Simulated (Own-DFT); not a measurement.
Simulation results for Hf36O71 (tetragonal hafnia with one neutral oxygen vacancy, atoms displaced)

Computed with Own-DFT development build. A calculation, not a measurement: plane-wave PBE and HSE06 DFT by an unreviewed code, no spin, of a simulated cell at Gamma alone, so results move with cell size and shape, stress positive in tension, energies less offsets, not probed for a lower state with spin; hafnium file: forces about 75 meV/angstrom off all-electron values; oxygen file: force components 24 meV/angstrom off all-electron in a glass; k mesh not checked against a denser one; forces and stress are PBE's, HSE06 gives the energy alone, and its difference from PBE has offsets of its own; offsets are fitted by least squares, one for each functional and potential file, so energies compare only between cells with the same atoms and settings and are not formation energies; the far tail of each file's local potential was reset to the Coulomb form; each entry is a single point on an unrelaxed cell, so the pressure reflects the starting lattice, taken from the Materials Project, from which strain is counted, and rises with the displacements; printed positions are rounded, which can move forces by about a meV/angstrom; the program is a retired in-house code; no spin-orbit coupling.

### Hf36O71 (tetragonal hafnia with one neutral oxygen vacancy, atoms displaced)

```
cell vectors (Å)
  10.7800     0.0000     0.0000
   0.0000    10.7800     0.0000
   0.0000     0.0000    10.4493
atoms (fractions of the cell vectors)
Hf  0.99582  0.00457  0.99925
Hf  0.16781  0.16357  0.25089
O   0.00289  0.17013  0.15190
O   0.16529  0.00079  0.34682
O   0.00303  0.16355  0.40188
O   0.16825  0.00647  0.09528
Hf  0.99965  0.00853  0.49630
Hf  0.16554  0.16857  0.75101
O   0.99938  0.16899  0.65187
O   0.16541  0.00211  0.84484
O   0.99924  0.16681  0.89985
O   0.17045  0.00546  0.60225
Hf  0.99542  0.33833  0.99916
Hf  0.16720  0.50259  0.24931
O   0.00089  0.49786  0.15299
O   0.16695  0.32963  0.34967
O   0.00194  0.50160  0.40922
O   0.16507  0.33526  0.09212
Hf  0.00205  0.33414  0.50241
Hf  0.16674  0.50336  0.75179
O   0.00441  0.49683  0.65272
O   0.16935  0.32884  0.84383
O   0.99945  0.50035  0.90179
O   0.16100  0.33921  0.60118
Hf  0.99860  0.66791  0.00017
Hf  0.16363  0.83487  0.24654
O   0.99975  0.83093  0.15618
O   0.16632  0.66537  0.34564
O   0.00184  0.83350  0.39751
O   0.15982  0.66865  0.08976
Hf  0.00310  0.66160  0.49599
Hf  0.16882  0.83125  0.74912
O   0.00050  0.83506  0.65298
O   0.16373  0.66985  0.85054
O   0.99960  0.82831  0.90464
O   0.15990  0.66417  0.59931
Hf  0.33420  0.99961  0.99665
Hf  0.49711  0.16867  0.25068
O   0.33108  0.16713  0.15372
O   0.49711  0.99922  0.34425
O   0.33807  0.16321  0.39913
O   0.49569  0.00326  0.10049
Hf  0.33525  0.99827  0.50346
Hf  0.50143  0.16676  0.74709
O   0.33400  0.16207  0.65176
O   0.49482  0.99482  0.84782
O   0.32865  0.16453  0.90714
O   0.49544  0.99990  0.59315
Hf  0.33272  0.33246  0.99411
Hf  0.49843  0.50047  0.25309
O   0.33343  0.50045  0.15034
O   0.49999  0.33611  0.35052
O   0.33293  0.50166  0.39809
O   0.50194  0.33309  0.09933
Hf  0.33812  0.33234  0.49901
Hf  0.50174  0.50210  0.74278
O   0.33509  0.49733  0.65444
O   0.49938  0.32864  0.85143
O   0.33955  0.50205  0.90175
O   0.50226  0.33349  0.60228
Hf  0.33091  0.66698  0.99666
Hf  0.49705  0.83424  0.25082
O   0.33394  0.83610  0.15366
O   0.49944  0.66488  0.34728
O   0.33514  0.83670  0.40319
O   0.49927  0.66703  0.09575
Hf  0.33526  0.67367  0.50229
Hf  0.50082  0.83477  0.75165
O   0.33465  0.83709  0.65710
O   0.50119  0.66667  0.85049
O   0.33062  0.83650  0.90347
O   0.49810  0.66893  0.59840
Hf  0.66725  0.00069  0.00103
Hf  0.83529  0.16827  0.24602
O   0.66301  0.16445  0.15075
O   0.82737  0.00173  0.35050
O   0.66582  0.16538  0.40034
O   0.83382  0.99692  0.09559
Hf  0.67030  0.00045  0.50657
Hf  0.83651  0.16560  0.75642
O   0.67188  0.17143  0.65285
O   0.83186  0.00207  0.85032
O   0.66625  0.17017  0.90509
O   0.83395  0.00016  0.59989
Hf  0.66595  0.33732  0.00238
Hf  0.83266  0.49824  0.24636
O   0.66908  0.50010  0.15797
O   0.83755  0.33398  0.34988
O   0.83609  0.33171  0.09907
Hf  0.66900  0.33058  0.49965
Hf  0.83173  0.50025  0.74902
O   0.66874  0.49800  0.64893
O   0.83691  0.33817  0.85309
O   0.66895  0.49774  0.90100
O   0.83726  0.33500  0.59756
Hf  0.66498  0.67119  0.99738
Hf  0.83820  0.83815  0.24766
O   0.66282  0.83013  0.15324
O   0.83260  0.66635  0.34068
O   0.66877  0.83625  0.40098
O   0.83539  0.66841  0.09121
Hf  0.67199  0.66951  0.50466
Hf  0.82777  0.83116  0.74780
O   0.66071  0.83256  0.65066
O   0.83397  0.66734  0.84630
O   0.66503  0.82860  0.89905
O   0.83114  0.66707  0.59361
```

Here we set first functional PBE, second functional HSE06, exact exchange share 0.25, screening 0.11 1/bohr, exchange divergence Gygi-Baldereschi, potential files PseudoDojo norm-conserving, scalar-relativistic, made for PBE, standard set, wave cutoff 48 hartree, occupations fixed and k mesh 1 x 1 x 1 centred on Gamma.

Results for Hf36O71 (tetragonal hafnia with one neutral oxygen vacancy, atoms displaced): PBE energy of cell above offsets -100.459 eV; HSE06 less PBE above offsets -0.122 eV; PBE pressure 1.2 GPa; PBE stress xx -1.33 GPa; PBE stress yy -0.49 GPa; PBE stress zz -1.78 GPa; PBE stress yz 0.22 GPa; PBE stress xz -0.47 GPa; PBE stress xy 0.01 GPa.

Force:
```csv
element,x (eV/Å),y (eV/Å),z (eV/Å)
Hf,1.784,-0.768,-0.655
Hf,0.415,0.573,-0.463
O,-0.878,-0.57,-0.079
O,-0.032,-0.536,0.113
O,-0.416,1.177,-0.447
O,-0.923,-0.633,0.055
Hf,0.792,-2.124,1.141
Hf,0.28,-1.02,-0.603
O,-0.267,-0.296,-0.07
O,-0.255,-0.638,0.237
O,-0.366,0.239,0.224
O,-0.875,-0.339,-1.059
Hf,1.195,-0.316,0.086
Hf,0.495,-1.288,-0.123
O,-0.126,0.027,0.089
O,0.056,0.659,-0.272
O,0.099,-0.808,-1.105
O,0.23,0.124,-0.049
Hf,0.053,-0.003,-0.126
Hf,-0.123,-0.764,-0.158
O,-1.245,0.544,0.379
O,0.158,1.632,0.537
O,0.321,0.278,-0.176
O,1.844,-0.524,-0.521
Hf,-0.379,-0.291,-0.724
Hf,0.482,0.096,0.516
O,0.262,0.48,-0.912
O,0.047,0.747,0.039
O,-0.224,0.26,0.524
O,1.633,-0.044,1.295
Hf,-0.632,1.644,0.253
Hf,-1.397,1.176,0.386
O,-0.488,-0.086,0.373
O,0.68,-0.695,-0.568
O,-0.28,1.747,0.023
O,1.926,0.28,0.024
Hf,-0.383,0.243,0.928
Hf,-0.159,-0.785,-0.181
O,0.384,0.446,-0.018
O,0.186,0.185,0.226
O,-0.115,0.745,0.737
O,0.966,-0.177,-0.823
Hf,-0.963,0.947,-0.75
Hf,-0.145,0.239,0.499
O,0.303,0.904,0.216
O,0.67,1.296,-0.063
O,0.41,0.263,-0.856
O,1.843,0.152,0.981
Hf,-0.03,0.15,1.02
Hf,-0.236,0.27,-0.522
O,-0.436,0.24,0.108
O,0.248,-0.109,0.429
O,-0.034,-0.042,0.949
O,-0.414,0.141,-0.017
Hf,-1.093,0.193,-0.155
Hf,-0.265,-0.503,1.364
O,-0.255,0.242,-0.409
O,-0.099,0.585,-0.747
O,-0.52,-0.167,-0.288
O,-0.067,-0.213,-0.396
Hf,0.412,-0.025,0.663
Hf,0.553,0.106,-0.021
O,-0.747,-0.406,-0.131
O,0.147,0.357,0.405
O,-0.237,-0.962,0.263
O,-0.134,-0.125,-0.097
Hf,-0.405,-1.051,-0.757
Hf,-0.549,-0.77,0.35
O,-0.162,-0.677,-0.789
O,-0.032,0.113,-0.772
O,-0.007,-1.051,-0.311
O,0.4,-0.329,0.166
Hf,-1.111,0.263,0.381
Hf,-0.696,0.218,0.595
O,1.214,-0.111,0.183
O,0.738,0.342,-0.454
O,-0.053,0.303,0.57
O,-0.263,0.162,0.605
Hf,-0.5,-0.05,-1.75
Hf,0.118,0.94,-0.482
O,-0.641,-0.523,0.2
O,-0.193,-0.874,0.018
O,0.19,-0.785,-0.224
O,0.013,-0.054,0.238
Hf,-0.404,-0.445,-0.012
Hf,0.275,0.492,0.847
O,-0.529,-0.19,-0.096
O,-0.522,-0.319,-0.383
O,-0.917,-0.108,0.338
Hf,0.451,0.553,-0.259
Hf,0.877,-0.311,0.167
O,-0.286,0.326,-0.161
O,-0.132,-0.754,-0.61
O,-0.155,0.658,-0.005
O,-0.752,0.099,0.167
Hf,-0.134,-0.963,0.904
Hf,-1.468,-0.854,0.96
O,0.779,0.388,-0.527
O,-0.285,-0.113,0.293
O,-0.073,-0.337,0.924
O,-0.85,-0.055,0.435
Hf,-1.146,-0.351,-2.167
Hf,1.718,0.252,0.141
O,0.894,0.265,-0.015
O,-0.361,-0.179,-0.728
O,0.285,1.596,-0.197
O,1.037,0.151,0.716
```
